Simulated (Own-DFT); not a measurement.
Ti$_{19}$Si$_{41}$ (C49 TiSi2 crystal with substituted atoms, atoms displaced) (calculated)

All values are calculated (Own-DFT development build). A calculation, not a measurement: plane-wave density functional theory by an unreviewed code, no spin, of a simulated periodic cell, stress positive in tension, run twice, with PBE and with PBEsol, both on files made for PBE, so the change isn't that of files made for PBEsol, forces on such cells moved up to 12 meV/angstrom on a denser k mesh; the far tail of each file's local potential was reset to the Coulomb form; each entry is a single point on an unrelaxed cell, so the pressure reflects the starting lattice, taken from the Materials Project, from which strain is counted, and rises with the displacements; printed positions are rounded, which can move forces by about a meV/angstrom; the program, named Own-DFT, is a retired in-house code; no spin-orbit coupling; stress was not checked against mesh or cutoff.

Entry: Ti$_{19}$Si$_{41}$ (C49 TiSi2 crystal with substituted atoms, atoms displaced)

```xyz
60
Lattice="5.2953 -6.7593 3.5652 7.0604 0.0000 -7.1303 5.2953 6.7593 3.5652" Properties=species:S:1:pos:R:3 Ti19Si41
Ti    12.3460    -5.3380    -2.6295
Ti    14.1844    -1.4040    -0.8703
Si    12.3543    -0.7483    -2.6706
Si     8.8477     0.7829    -4.4786
Si     7.0500    -3.3037     4.4479
Si    12.3976    -3.3332    -0.8143
Ti     8.8186    -5.2869     0.9749
Ti    10.5104    -1.5045     2.6842
Si     8.8334    -0.8435     0.8638
Si     5.2945     0.7949    -0.9430
Si    10.6310    -3.4422     0.9480
Si     8.9279    -3.3466     2.6998
Ti    14.0087     1.3417     0.9466
Ti    10.5840    -1.4408    -0.9601
Si     8.8373    -0.8357    -2.7130
Si    10.5726    -5.9179    -0.8823
Si    10.6671    -3.3250    -2.7735
Si     8.7802    -3.3243    -0.9749
Ti     7.0641     1.3533     4.4243
Ti    10.5503    -1.4855    -4.3819
Si     1.7654    -0.8101     0.8086
Si    15.9083     0.6429    -0.8812
Si     8.8013     3.4515     4.3287
Si     8.8538    -3.3156    -4.3317
Ti    10.5650     1.4870     4.4297
Ti     7.0753    -1.3643     2.6810
Si     5.2466    -0.8472     0.8780
Si     6.9901    -6.0755     2.6132
Si     7.1422    -3.3091     0.9162
Si     5.3042    -3.4137     2.6030
Ti    10.6075     1.4340     0.8464
Ti     7.0608    -1.3316    -0.9091
Si     5.3094    -0.7086    -2.5798
Si    12.4627     0.8502     2.6642
Si    12.2597     3.3989     0.9317
Si    10.4904     3.3208     2.7154
Ti    10.5974     1.3640    -2.6870
Si     7.0360    -1.3246    -4.4471
Si    10.5143     5.8773    -2.6776
Si    12.3760     0.8404    -0.9652
Si    12.4229     3.4354    -2.5963
Si    10.5768     3.3971    -0.8690
Ti     7.1559     1.3795     0.8684
Ti     3.5432    -1.3283    -0.9141
Si    12.3022    -0.7277     4.4138
Si     8.8565     0.8085     2.7045
Si     8.9439     3.3881     0.8930
Si     7.0901     3.3508     2.6845
Ti     7.0959     1.4216    -2.7083
Ti     8.7350     5.3938    -0.9117
Si    12.3941    -0.8663     0.8112
Si     8.8321     0.7625    -0.8613
Si     8.8912     3.3411    -2.6719
Si     7.0841     3.4299    -0.8309
Ti     3.5780     1.3219     0.9290
Ti     5.2619     5.4043     2.6896
Si     8.8573    -0.8958     4.4348
Si     5.3169     0.7939     2.6858
Si     5.2390     3.3504     0.8484
Si    10.5975     3.3336    -4.4803
```

```
functional                                        : PBE, then PBEsol
potential files                                   : PseudoDojo norm-conserving, scalar-relativistic, standard set
wave cutoff                                       : 42 hartree
occupations                                       : cold (Marzari-Vanderbilt)
smearing width                                    : 0.2 eV
k mesh                                            : 4 x 4 x 4 centred on Gamma
PBE pressure                                      : 3.77 GPa
PBE stress xx                                     : -4.04 GPa
PBE stress yy                                     : -3.39 GPa
PBE stress zz                                     : -3.88 GPa
PBE stress yz                                     : 0 GPa
PBE stress xz                                     : 0.01 GPa
PBE stress xy                                     : -0.25 GPa
PBEsol pressure                                   : 0.53 GPa
PBEsol stress xx                                  : -0.71 GPa
PBEsol stress yy                                  : 0.08 GPa
PBEsol stress zz                                  : -0.95 GPa
PBEsol stress yz                                  : 0 GPa
PBEsol stress xz                                  : 0 GPa
PBEsol stress xy                                  : -0.27 GPa
rms change of force components from PBE to PBEsol : 0.022 eV/Å
```

Force:
```
force element  PBE force x (eV/Å)  PBE force y (eV/Å)  PBE force z (eV/Å)  PBEsol force x (eV/Å)  PBEsol force y (eV/Å)  PBEsol force z (eV/Å)
           Ti               0.206              -0.189               -0.65                  0.211                 -0.201                 -0.653
           Ti              -0.775               0.072              -0.873                 -0.762                  0.084                 -0.867
           Si               0.199              -0.664              -0.105                  0.194                 -0.721                 -0.107
           Si              -0.066               0.045              -0.063                 -0.053                   0.11                 -0.062
           Si               0.006              -0.672              -0.057                 -0.001                 -0.658                 -0.058
           Si              -0.254              -0.358              -0.627                 -0.261                 -0.359                 -0.634
           Ti              -0.158              -0.767              -0.952                 -0.154                 -0.784                 -0.947
           Ti               1.653               1.814              -0.445                  1.634                  1.789                 -0.428
           Si               0.138               0.122               0.446                  0.133                  0.075                  0.452
           Si               0.385               0.878               1.767                  0.378                  0.932                   1.78
           Si              -0.159               0.465              -0.742                 -0.171                  0.458                 -0.745
           Si              -1.692              -0.819               -0.21                 -1.693                 -0.806                 -0.224
           Ti               1.684               0.868               -1.39                   1.66                  0.839                 -1.378
           Ti               0.151               0.633               0.791                  0.147                  0.647                  0.777
           Si              -0.631               0.194               0.246                 -0.587                  0.156                   0.28
           Si              -0.215              -0.156               -0.05                 -0.224                 -0.096                 -0.058
           Si               0.013               -1.11                1.39                  0.026                 -1.086                  1.406
           Si               0.544              -0.431               0.527                  0.564                 -0.422                  0.525
           Ti               0.457                0.57                0.38                  0.445                  0.545                  0.362
           Ti               0.879               1.614              -1.501                  0.874                  1.611                 -1.478
           Si              -0.113               -0.23                1.44                 -0.084                 -0.272                   1.42
           Si              -0.403               1.177              -0.094                 -0.395                   1.22                 -0.098
           Si              -0.254              -0.329               1.688                 -0.256                 -0.323                  1.718
           Si               -0.65              -0.861                -0.7                 -0.615                 -0.869                 -0.705
           Ti               0.462              -1.262               0.217                   0.46                 -1.264                  0.217
           Ti              -0.171              -0.149               -0.25                  -0.16                 -0.135                 -0.246
           Si               0.476               0.334               0.394                  0.466                  0.296                  0.386
           Si                0.41               1.482               1.019                  0.403                  1.543                  1.019
           Si              -0.418              -0.168              -0.244                  -0.42                 -0.168                 -0.242
           Si               0.118               0.243               0.466                  0.111                  0.233                  0.454
           Ti                0.15              -0.892               0.538                  0.142                 -0.871                  0.534
           Ti              -0.051              -0.527               0.423                 -0.045                 -0.502                  0.428
           Si              -0.174              -0.891               -2.32                 -0.194                 -0.944                 -2.292
           Si              -1.663              -0.182               0.398                 -1.635                 -0.135                  0.377
           Si               0.575               0.259              -0.085                  0.563                  0.229                 -0.065
           Si               1.371                0.75              -0.376                  1.391                   0.73                 -0.366
           Ti               0.072               0.495               0.145                  0.073                  0.475                  0.142
           Si              -0.113               0.003              -0.029                 -0.111                  0.043                 -0.029
           Si               0.823                0.25               1.144                  0.778                  0.208                   1.12
           Si               -0.14              -0.119               1.025                 -0.139                 -0.064                  1.034
           Si              -0.282              -0.165              -0.431                 -0.286                 -0.189                 -0.461
           Si               0.089               0.044              -0.563                  0.072                   0.01                 -0.567
           Ti              -1.092               0.121               0.407                  -1.08                    0.1                  0.407
           Ti              -0.479              -0.497              -0.319                 -0.472                 -0.478                  -0.31
           Si               0.062              -0.785              -0.362                  0.058                 -0.852                 -0.372
           Si                   0               -0.37              -0.578                 -0.007                 -0.325                 -0.576
           Si              -1.299               0.307              -0.172                 -1.309                    0.3                 -0.173
           Si              -0.636               0.186              -0.695                 -0.643                  0.176                 -0.715
           Ti               0.039              -0.258               0.602                  0.031                 -0.264                  0.603
           Ti               1.169              -0.256               0.565                  1.155                 -0.239                  0.553
           Si              -0.939               0.515               0.503                 -0.919                  0.481                  0.505
           Si                0.32               0.148              -0.922                  0.314                  0.199                 -0.923
           Si              -0.401               0.238               0.139                 -0.407                  0.231                  0.141
           Si               0.128              -0.664               -0.33                  0.135                 -0.652                 -0.331
           Ti              -0.612               0.687              -0.767                 -0.603                  0.668                 -0.765
           Ti               0.343              -1.012              -0.457                  0.336                 -0.975                 -0.466
           Si              -0.412               0.427               0.077                  -0.41                  0.374                  0.072
           Si               0.088              -0.003              -0.625                  0.093                  0.049                 -0.625
           Si               0.997              -0.197               0.973                  1.005                 -0.194                  0.973
           Si               0.241               0.039               0.277                  0.244                  0.035                  0.283
```
